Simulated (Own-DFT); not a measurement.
GaN (wurtzite, strained, atoms displaced) (calculated)

All values are calculated (Own-DFT development build). A calculation, not a measurement: plane-wave PBE density functional theory by an unreviewed code, no spin, of a simulated periodic cell, stress positive in tension, free energy of the whole cell less one offset for each atom, forces on such cells passed a denser k mesh, this cell's mesh not checked; offsets are fitted by least squares, one for each functional and potential file, so energies compare only between cells with the same atoms and settings and are not formation energies; the far tail of each file's local potential was reset to the Coulomb form; each entry is a single point on an unrelaxed cell, so the pressure reflects the starting lattice, mostly measured values (interpolated for alloys), from which strain is counted, and rises with the displacements; printed positions are rounded, which can move forces by about a meV/angstrom; the program, named Own-DFT, is a retired in-house code; no spin-orbit coupling.

Settings shared by all entries: functional PBE; potential files PseudoDojo norm-conserving, scalar-relativistic, standard set with the stringent files for Ga; wave cutoff 96 hartree; occupations Gaussian; smearing width 0.01 eV; k mesh 3 x 4 x 3 centred on Gamma.

(1) GaN (wurtzite, strained, atoms displaced)

```
GaN
1.0
     12.7560     0.0000     0.0000
     -4.7835     8.2853     0.0000
      0.0000     0.0000    10.2663
Ga N Ga N Ga N Ga N Ga N Ga N Ga N Ga N Ga N Ga N Ga N Ga N Ga N Ga N Ga N Ga N Ga N Ga N Ga N Ga N Ga N Ga N Ga N Ga N
2 2 2 2 2 2 2 2 2 2 2 2 2 2 2 2 2 2 2 2 2 2 2 2 2 2 2 2 2 2 2 2 2 2 2 2 2 2 2 2 2 2 2 2 2 2 2 2
Direct
  0.08734 0.22593 0.00111
  0.16027 0.10532 0.25791
  0.07670 0.21770 0.19489
  0.16140 0.10637 0.44309
  0.08218 0.21725 0.50351
  0.16860 0.10428 0.75414
  0.08604 0.22773 0.68585
  0.16891 0.10418 0.94395
  0.08288 0.54148 0.00661
  0.17222 0.44490 0.24829
  0.08037 0.55437 0.18174
  0.16990 0.44649 0.43877
  0.07874 0.54455 0.49846
  0.16351 0.44864 0.74156
  0.08516 0.55839 0.69280
  0.16484 0.43816 0.93938
  0.08506 0.88770 0.99952
  0.16590 0.77426 0.25583
  0.08925 0.89193 0.18900
  0.16811 0.77512 0.43654
  0.07938 0.88702 0.50228
  0.16817 0.77245 0.75672
  0.07809 0.88280 0.68714
  0.17076 0.78097 0.93906
  0.32587 0.22832 0.00007
  0.42182 0.11984 0.25525
  0.32481 0.21315 0.18181
  0.42434 0.12416 0.43966
  0.32695 0.21759 0.49902
  0.41206 0.11391 0.75286
  0.33320 0.22282 0.68843
  0.40670 0.10666 0.93543
  0.33944 0.55590 0.00461
  0.41926 0.44128 0.24502
  0.33123 0.54447 0.18948
  0.41497 0.44411 0.43049
  0.33563 0.55910 0.49983
  0.42044 0.45227 0.74626
  0.33093 0.55597 0.68805
  0.41981 0.44858 0.92938
  0.32240 0.88399 0.00449
  0.42277 0.77745 0.24846
  0.33657 0.88892 0.19433
  0.40908 0.76966 0.43521
  0.33553 0.88752 0.49676
  0.42424 0.78622 0.75123
  0.33639 0.88562 0.68675
  0.41179 0.77775 0.94195
  0.58187 0.22119 0.98991
  0.67118 0.11036 0.24896
  0.58003 0.21712 0.17881
  0.66898 0.11424 0.43975
  0.58913 0.21901 0.49068
  0.66077 0.11507 0.74743
  0.58492 0.22239 0.68770
  0.66893 0.10761 0.93296
  0.57760 0.55384 0.99956
  0.67488 0.44735 0.24656
  0.58994 0.55777 0.18220
  0.66754 0.44284 0.45510
  0.58581 0.55720 0.49821
  0.67445 0.44018 0.74487
  0.58168 0.55609 0.69578
  0.67757 0.44746 0.94700
  0.58604 0.89189 0.00038
  0.66644 0.77687 0.26080
  0.59118 0.89786 0.19586
  0.67300 0.77733 0.44197
  0.58454 0.89171 0.49732
  0.66301 0.78465 0.74650
  0.57952 0.88109 0.68549
  0.65766 0.77547 0.93215
  0.82612 0.22125 0.00125
  0.90452 0.10397 0.24687
  0.83340 0.21566 0.18686
  0.92531 0.12311 0.43128
  0.83119 0.22201 0.50948
  0.91469 0.10412 0.74544
  0.82770 0.21477 0.69642
  0.91047 0.10761 0.93206
  0.82943 0.54653 0.00032
  0.91913 0.44781 0.24537
  0.83247 0.55856 0.18746
  0.91132 0.44758 0.43277
  0.83469 0.56483 0.50702
  0.92035 0.43910 0.75343
  0.83832 0.55927 0.68711
  0.91240 0.44328 0.94250
  0.83647 0.88111 0.00384
  0.92175 0.78188 0.23941
  0.82640 0.88277 0.19036
  0.91576 0.77768 0.43303
  0.83053 0.88700 0.49420
  0.92128 0.78340 0.74539
  0.84395 0.88792 0.68569
  0.91537 0.78191 0.93102
```

- free energy of cell above offsets: -4.450 eV
- pressure: 8.85 GPa
- stress xx: -8.54 GPa
- stress yy: -6.17 GPa
- stress zz: -11.83 GPa
- stress yz: 0.02 GPa
- stress xz: -0.16 GPa
- stress xy: -0.42 GPa

Force:
```tsv
element	x (eV/Å)	y (eV/Å)	z (eV/Å)
Ga	-0.99	-1.768	0.122
Ga	0.09	0.836	-1.069
N	0.442	0.076	-0.804
N	0.72	-0.033	-0.14
Ga	-0.089	1.118	-0.787
Ga	-0.882	0.654	-0.478
N	0.038	-0.953	1.072
N	-1.874	0.5	-1.184
Ga	-0.837	1.019	-2.343
Ga	-1.565	-0.901	0.685
N	0.945	0.233	2.404
N	-0.247	-0.57	-0.05
Ga	-0.253	0.972	-0.178
Ga	1.79	-0.779	1.361
N	-1.048	-0.407	-1.021
N	0.812	0.946	-0.613
Ga	-0.434	-0.723	0.074
Ga	0.573	0.3	-1.234
N	-0.479	-0.719	-0.203
N	-0.699	-0.045	1.476
Ga	0.669	-0.737	-0.623
Ga	-0.094	1.11	-1.272
N	2.184	0.849	0.42
N	-1.815	-2.007	0.217
Ga	2.172	-0.038	-0.508
Ga	-0.62	-0.909	-1.459
N	0.567	0.813	1.8
N	-0.548	-1.381	0.267
Ga	0.785	0.908	0.168
Ga	0.992	-0.615	-0.955
N	-0.493	0.276	-0.263
N	0.763	0.738	0.977
Ga	-1.11	0.2	-1.378
Ga	0.323	-0.643	0.023
N	0.73	1.595	-0.29
N	0.516	0.063	1.14
Ga	-0.007	-1.048	0.187
Ga	-0.939	-0.862	-0.525
N	0.442	0.535	0.103
N	-0.699	-0.851	1.55
Ga	2.387	1.398	0.639
Ga	-0.959	-0.105	-0.337
N	-0.344	-0.094	-0.092
N	1.703	1.53	-0.018
Ga	-0.711	0.561	0.276
Ga	-1.506	-1.629	0.588
N	-0.841	0.666	0.049
N	0.719	0.282	0.23
Ga	-0.541	-0.57	0.329
Ga	-1.207	1.303	0.046
N	1.009	0.783	1.296
N	1.072	-1.106	-0.566
Ga	-1.697	0.984	1.734
Ga	1.27	-1.347	0.332
N	-1.24	-0.135	-0.485
N	-1.547	0.048	0.45
Ga	1.681	0.547	-1.147
Ga	-1.457	-1.08	0.817
N	-0.828	-0.133	1.611
N	0.114	0.499	-2.307
Ga	-0.759	-1.183	1.088
Ga	-1.42	1.063	0.946
N	1.533	0.381	-1.368
N	-3.534	-1.37	-2.248
Ga	-0.699	-0.412	0.226
Ga	-0.044	-0.571	-2.039
N	-0.078	-1.885	-0.789
N	-2.205	-0.161	0.216
Ga	-0.491	-0.842	-0.072
Ga	2.428	-1.072	0.452
N	-0.022	2.169	-0.879
N	1.41	0.016	1.015
Ga	1.693	-0.335	-0.803
Ga	2.323	0.239	0.286
N	-1.548	1.672	-0.21
N	-1.803	-1.405	1.318
Ga	0.954	0.678	-1.267
Ga	0.471	0.545	0.641
N	0.411	0.585	-0.872
N	0.796	0.16	1.408
Ga	1.446	2.567	0.184
Ga	-0.443	-0.693	0.381
N	1.469	0.176	-0.091
N	0.7	-0.494	1.06
Ga	0.561	-0.52	-1.599
Ga	-0.975	0.451	0.06
N	0.683	-0.408	1.271
N	1.447	-0.15	-0.332
Ga	-2.221	1.085	-1.139
Ga	-0.391	-0.197	1.219
N	0.881	0.147	-0.107
N	0.005	0.371	-0.134
Ga	2.177	1.657	0.806
Ga	-0.232	-1.556	0.988
N	-2.979	0.201	-1.032
N	1.545	-1.062	1.301
```

(2) GaN (wurtzite, strained, atoms displaced)

```
GaN
1.0
     12.7560     0.0000     0.0000
     -4.7835     8.2853     0.0000
      0.0000     0.0000    10.2663
Ga N Ga N Ga N Ga N Ga N Ga N Ga N Ga N Ga N Ga N Ga N Ga N Ga N Ga N Ga N Ga N Ga N Ga N Ga N Ga N Ga N Ga N Ga N Ga N
2 2 2 2 2 2 2 2 2 2 2 2 2 2 2 2 2 2 2 2 2 2 2 2 2 2 2 2 2 2 2 2 2 2 2 2 2 2 2 2 2 2 2 2 2 2 2 2
Direct
  0.08036 0.22259 0.99938
  0.16056 0.10543 0.24678
  0.07571 0.22531 0.18276
  0.16487 0.11201 0.44658
  0.08814 0.23001 0.49706
  0.16750 0.11552 0.74847
  0.08166 0.21653 0.68987
  0.16789 0.10749 0.94178
  0.08390 0.55703 0.00502
  0.16494 0.44948 0.25533
  0.07924 0.55576 0.19160
  0.15820 0.43739 0.42850
  0.07966 0.54498 0.50218
  0.16733 0.44877 0.75281
  0.07991 0.55318 0.69366
  0.16248 0.44522 0.94192
  0.08454 0.88959 0.00334
  0.16768 0.77884 0.24828
  0.09903 0.90207 0.19605
  0.17252 0.78665 0.44516
  0.09474 0.89295 0.49917
  0.15835 0.78503 0.74172
  0.07870 0.88430 0.69189
  0.16838 0.77688 0.94031
  0.33002 0.22051 0.99883
  0.41791 0.10628 0.25319
  0.34400 0.23293 0.18180
  0.41806 0.11075 0.44030
  0.33318 0.21984 0.49956
  0.41318 0.11096 0.74423
  0.33760 0.22997 0.69371
  0.41295 0.10140 0.93451
  0.33070 0.55477 0.00451
  0.42364 0.43957 0.25237
  0.33243 0.55769 0.19009
  0.41365 0.44449 0.43860
  0.34113 0.56243 0.49975
  0.41825 0.44907 0.75018
  0.33991 0.55979 0.68170
  0.41561 0.44645 0.93795
  0.33281 0.88930 0.00264
  0.41340 0.77073 0.24948
  0.33732 0.88375 0.18618
  0.41469 0.77189 0.43018
  0.33519 0.88989 0.49613
  0.42849 0.78073 0.74266
  0.33339 0.89592 0.69550
  0.41366 0.78459 0.94287
  0.58005 0.22168 0.99816
  0.66933 0.11137 0.24587
  0.58746 0.23186 0.18931
  0.66256 0.10402 0.43730
  0.57836 0.23082 0.50713
  0.66078 0.11494 0.75165
  0.58001 0.21851 0.68842
  0.67673 0.12303 0.94762
  0.57922 0.54930 0.00471
  0.66360 0.44138 0.25402
  0.58222 0.55212 0.18958
  0.66630 0.45174 0.43775
  0.58349 0.55364 0.50587
  0.67311 0.45633 0.74758
  0.58953 0.55363 0.68226
  0.66767 0.44435 0.93095
  0.58230 0.87956 0.99983
  0.66697 0.78105 0.24807
  0.58575 0.88360 0.19551
  0.66957 0.78332 0.43748
  0.58322 0.88873 0.50349
  0.66564 0.76911 0.76290
  0.59539 0.89743 0.68296
  0.66656 0.77770 0.93399
  0.83953 0.23492 0.99665
  0.92244 0.11781 0.24496
  0.82873 0.22172 0.18929
  0.92204 0.12700 0.42845
  0.83235 0.21551 0.49642
  0.90915 0.10093 0.74482
  0.83265 0.21935 0.68380
  0.91292 0.11239 0.94214
  0.82827 0.54162 0.99564
  0.91653 0.44160 0.25187
  0.82981 0.54089 0.19026
  0.91221 0.43415 0.44701
  0.82830 0.55205 0.51331
  0.92067 0.44748 0.75691
  0.83648 0.55407 0.69008
  0.91655 0.44255 0.94261
  0.83386 0.89023 0.00406
  0.91459 0.76771 0.25917
  0.83222 0.88882 0.17660
  0.92604 0.78012 0.44270
  0.83005 0.89195 0.50538
  0.91214 0.77285 0.74893
  0.83174 0.88825 0.68792
  0.91532 0.78399 0.93541
```

- free energy of cell above offsets: -3.721 eV
- pressure: 9.34 GPa
- stress xx: -7.46 GPa
- stress yy: -7.41 GPa
- stress zz: -13.17 GPa
- stress yz: -0.15 GPa
- stress xz: -0.17 GPa
- stress xy: 0.92 GPa

Force:
```tsv
element	x (eV/Å)	y (eV/Å)	z (eV/Å)
Ga	0.272	-0.415	-0.875
Ga	0.299	3.478	0.998
N	2.698	0.707	0.616
N	0.743	0.365	-1.375
Ga	-0.719	-1.27	0.762
Ga	0.277	-0.701	0.542
N	-0.588	1.197	-0.259
N	-1.107	0.582	-0.527
Ga	-0.223	0.568	-0.512
Ga	0.615	-0.365	-2.832
N	0.458	0.469	0.132
N	1.231	1.602	3.098
Ga	-0.629	0.908	0.061
Ga	0.247	-0.447	-0.195
N	0.894	0.786	-0.709
N	0.896	-0.074	-0.38
Ga	-0.082	-0.641	-0.377
Ga	0.979	-0.179	0.815
N	-1.781	-2.842	-1.35
N	0.657	-2.132	-1.238
Ga	-2.167	0.003	0.747
Ga	3.37	-1.424	1.913
N	-1.414	1.766	-1.052
N	-0.988	-0.107	-0.236
Ga	1.143	0.034	-0.564
Ga	0.034	0.574	-1.145
N	-0.835	-1.997	1.349
N	-0.609	0.241	-0.143
Ga	-0.482	0.499	0.284
Ga	0.418	0.351	1.312
N	-0.641	-0.426	-0.992
N	-0.216	1.691	0.401
Ga	-0.101	0.495	-0.496
Ga	-1.925	0.789	-0.055
N	0.415	-1.473	0.201
N	1.172	-0.375	0.296
Ga	-1.275	-0.972	-1.114
Ga	0.589	-0.143	0.052
N	-0.863	-0.138	1.244
N	-0.041	0.03	-0.022
Ga	-0.494	0.05	-0.834
Ga	1.038	0.788	-0.813
N	-1.053	0.697	1.128
N	-0.066	1.023	1.969
Ga	0.797	-0.313	1.282
Ga	-1.854	0.688	1.286
N	0.553	-1.82	-1.698
N	2.071	-1.329	-1.265
Ga	0.194	-0.342	0.099
Ga	-1.019	-0.37	0.676
N	-0.308	-1.866	-0.238
N	-0.656	1.171	0.138
Ga	2.029	-0.765	-1.504
Ga	2.022	0.05	0.546
N	-0.434	1.44	0.565
N	-1.66	-1.705	-1.309
Ga	0.491	0.352	-0.745
Ga	0.627	0.729	-0.513
N	0.668	1.031	0.008
N	0.436	-0.647	1.001
Ga	-0.828	1.16	-2.376
Ga	0.193	-2.071	0.257
N	-1.498	0.616	2.098
N	-0.885	-0.039	0.954
Ga	-0.867	1.572	0.688
Ga	1.366	-0.635	0.581
N	-1.615	0.613	-1.572
N	-0.071	-1.05	0.209
Ga	0.039	0.155	-1.938
Ga	-0.035	0.877	-3.899
N	-0.547	-1.08	1.964
N	0.153	-0.818	3.025
Ga	0.263	-2.314	1.424
Ga	-2.224	-1.431	-0.051
N	1.579	0.499	-0.527
N	1.075	-2.086	1.309
Ga	-1.271	-0.08	0.308
Ga	0.173	1.694	1.284
N	-0.498	0.435	1.155
N	0.609	-0.162	-1.088
Ga	-0.426	1.983	1.114
Ga	-0.386	-0.68	1.024
N	-0.618	1.66	-0.418
N	-0.603	1.726	-0.856
Ga	1.28	0.303	-3.041
Ga	-0.232	-1.578	-0.991
N	-0.17	0.005	1.483
N	0.49	1.844	-0.746
Ga	-0.056	0.231	-2.543
Ga	-0.294	0.426	-1.4
N	0.787	-0.317	4.057
N	-1.282	-0.368	0.642
Ga	1.165	0.511	-1.739
Ga	0.223	1.072	0.224
N	0.03	-1.311	0.508
N	0.874	-1.241	0.72
```

(3) GaN (wurtzite, strained, atoms displaced)

```
GaN
1.0
     12.7560     0.0000     0.0000
     -4.7835     8.2853     0.0000
      0.0000     0.0000    10.2663
Ga N Ga N Ga N Ga N Ga N Ga N Ga N Ga N Ga N Ga N Ga N Ga N Ga N Ga N Ga N Ga N Ga N Ga N Ga N Ga N Ga N Ga N Ga N Ga N
2 2 2 2 2 2 2 2 2 2 2 2 2 2 2 2 2 2 2 2 2 2 2 2 2 2 2 2 2 2 2 2 2 2 2 2 2 2 2 2 2 2 2 2 2 2 2 2
Direct
  0.08989 0.23502 0.00352
  0.15917 0.10198 0.24962
  0.08537 0.22396 0.19274
  0.17349 0.10985 0.43302
  0.08242 0.22423 0.51041
  0.16405 0.10275 0.74056
  0.07848 0.21621 0.68790
  0.17072 0.12062 0.93708
  0.09107 0.56264 0.99637
  0.16887 0.44032 0.25540
  0.08279 0.54991 0.18530
  0.17030 0.43892 0.43790
  0.08342 0.55977 0.49456
  0.17184 0.44731 0.74979
  0.08404 0.55324 0.68496
  0.17268 0.44464 0.93311
  0.08900 0.90200 0.99334
  0.16460 0.76726 0.23962
  0.07455 0.88929 0.18275
  0.16952 0.77717 0.43467
  0.08517 0.90272 0.50046
  0.16502 0.77571 0.74262
  0.08436 0.88699 0.68177
  0.16563 0.77821 0.93930
  0.33508 0.21757 0.00442
  0.42034 0.11734 0.25137
  0.33057 0.22593 0.19164
  0.40024 0.10200 0.43898
  0.33349 0.22265 0.50859
  0.41733 0.11118 0.74318
  0.33311 0.22904 0.68546
  0.41654 0.10812 0.93909
  0.33411 0.55521 0.00547
  0.41692 0.43938 0.24655
  0.33510 0.55300 0.19130
  0.40970 0.44079 0.44283
  0.33095 0.55304 0.50421
  0.40890 0.44528 0.75313
  0.33154 0.55475 0.68160
  0.41062 0.44061 0.93867
  0.33641 0.90037 0.00459
  0.42570 0.77458 0.25571
  0.33962 0.88775 0.18751
  0.41558 0.78503 0.43555
  0.33032 0.87992 0.49878
  0.41851 0.77689 0.73933
  0.33473 0.87905 0.68787
  0.42215 0.78861 0.94215
  0.58896 0.23135 0.99460
  0.66229 0.09944 0.24626
  0.58490 0.22749 0.18827
  0.66381 0.10626 0.44317
  0.58316 0.22245 0.50291
  0.67172 0.10877 0.74719
  0.58700 0.22344 0.69628
  0.66619 0.10892 0.93462
  0.58149 0.55648 0.00472
  0.66949 0.44970 0.25216
  0.58487 0.55655 0.18355
  0.66587 0.44577 0.43649
  0.58199 0.54721 0.50502
  0.66779 0.44580 0.75190
  0.58143 0.54796 0.68803
  0.65938 0.44263 0.94102
  0.58601 0.89469 0.00174
  0.66393 0.78297 0.24298
  0.58442 0.88582 0.18575
  0.67123 0.77056 0.43295
  0.58960 0.88772 0.49224
  0.66596 0.77657 0.75880
  0.58298 0.88674 0.69182
  0.66607 0.77508 0.93529
  0.83844 0.23537 0.00249
  0.91088 0.10771 0.25487
  0.83199 0.22542 0.18935
  0.91911 0.11120 0.43034
  0.82888 0.21228 0.49498
  0.91387 0.11378 0.75180
  0.82461 0.21422 0.68623
  0.91512 0.11365 0.94340
  0.82678 0.55181 0.99048
  0.91952 0.44696 0.24333
  0.83801 0.55638 0.19607
  0.92509 0.45424 0.43788
  0.82601 0.56522 0.49554
  0.91639 0.44277 0.75278
  0.82986 0.55728 0.69910
  0.91906 0.44738 0.93322
  0.83725 0.88966 0.00135
  0.90575 0.78009 0.24383
  0.83388 0.89165 0.18718
  0.91845 0.78655 0.44490
  0.84141 0.89725 0.49775
  0.91310 0.77583 0.74310
  0.83098 0.88588 0.68151
  0.90900 0.77803 0.94486
```

- free energy of cell above offsets: -4.636 eV
- pressure: 8.9 GPa
- stress xx: -6.59 GPa
- stress yy: -7.84 GPa
- stress zz: -12.26 GPa
- stress yz: 0.43 GPa
- stress xz: 0.05 GPa
- stress xy: 0.38 GPa

Force:
```tsv
element	x (eV/Å)	y (eV/Å)	z (eV/Å)
Ga	-0.348	-1.571	-0.028
Ga	0.649	0.759	-0.19
N	-0.873	-0.396	-0.504
N	-1.732	0.889	1.287
Ga	0.692	-0.166	-2.822
Ga	-0.075	1.224	1.558
N	0.277	0.495	1.404
N	-0.134	-0.377	-0.759
Ga	-0.284	-0.761	-0.057
Ga	-0.112	0.265	-0.627
N	0.746	-0.3	-0.404
N	-1.238	0.404	0.943
Ga	1.001	-0.158	0.36
Ga	-0.988	-0.488	-0.631
N	-0.21	-0.293	0.485
N	-0.907	0.878	0.721
Ga	-0.792	-1.304	0.512
Ga	-0.295	1.869	0.997
N	1.138	-0.771	0.255
N	-1.124	0.107	-0.299
Ga	1.203	-1.826	-1.63
Ga	0.728	-0.198	0.858
N	-0.468	-0.412	1.271
N	0.075	0.93	-0.744
Ga	-0.412	0.587	-0.547
Ga	-0.695	-0.887	-0.039
N	0.636	-1.403	-0.471
N	2.624	0.887	0.408
Ga	-0.415	0.277	-2.402
Ga	-0.084	-0.372	0.867
N	0.229	-1.106	1.923
N	-0.018	1.51	-0.884
Ga	0.135	1.34	-0.641
Ga	-0.238	0.724	1.317
N	-0.098	0.345	0.212
N	1.489	0.562	-0.764
Ga	0.34	0.604	-2.201
Ga	1.487	0.106	-0.177
N	0.165	0.237	1.768
N	0.862	0.294	0.431
Ga	0.734	-1.794	-0.735
Ga	-2.114	-0.327	-1.315
N	-0.57	0.149	0.929
N	2.106	-1.221	0.997
Ga	-0.861	1.094	-0.151
Ga	0.391	-0.087	2.261
N	-1.574	1.378	-0.301
N	-0.406	-1.41	-0.771
Ga	-0.291	-2.148	0.673
Ga	-0.558	2.259	0.504
N	0.54	-0.434	0.063
N	-0.212	0.492	-1.321
Ga	-0.733	-0.607	-0.107
Ga	-2.098	-0.991	0.774
N	-0.285	-0.216	-1.077
N	0.424	1.294	0.883
Ga	-0.672	-0.095	-1.793
Ga	0.253	-0.414	-0.983
N	-0.15	0.182	1.67
N	-0.125	-0.96	0.535
Ga	-1.413	0.75	-0.842
Ga	-0.901	-0.415	0.137
N	-0.744	0.629	1.038
N	0.622	0.935	-0.506
Ga	-0.075	-0.612	-1.485
Ga	2.026	-1.462	0.989
N	-0.524	0.518	0.164
N	-0.715	0.52	0.16
Ga	-0.444	-1.245	1.456
Ga	0.068	-0.384	-2.582
N	0.752	-0.107	-1.309
N	0.058	0.436	2.359
Ga	-0.213	-1.655	-0.431
Ga	0.816	1.084	-2.596
N	0.023	-0.726	0.253
N	-0.245	0.504	2.472
Ga	0.382	2.013	0.186
Ga	0.139	-0.838	0.35
N	2.19	1.695	-0.662
N	0.539	0.436	-0.402
Ga	0.755	0.747	1.335
Ga	-0.023	-0.147	1.544
N	-1.438	0.233	-1.515
N	-2.174	-1.629	-0.208
Ga	2.535	-0.487	0.855
Ga	0.005	0.005	-2.012
N	1.074	-0.576	-1.612
N	-0.104	0.55	1.388
Ga	-1.758	0.94	-0.374
Ga	2.714	-0.744	1.105
N	-1.817	0.42	-0.047
N	0.602	-0.601	-1.427
Ga	-1.553	-0.648	-0.004
Ga	0.078	0.874	1.208
N	-0.251	0.762	1.337
N	2.275	-0.431	-1.818
```
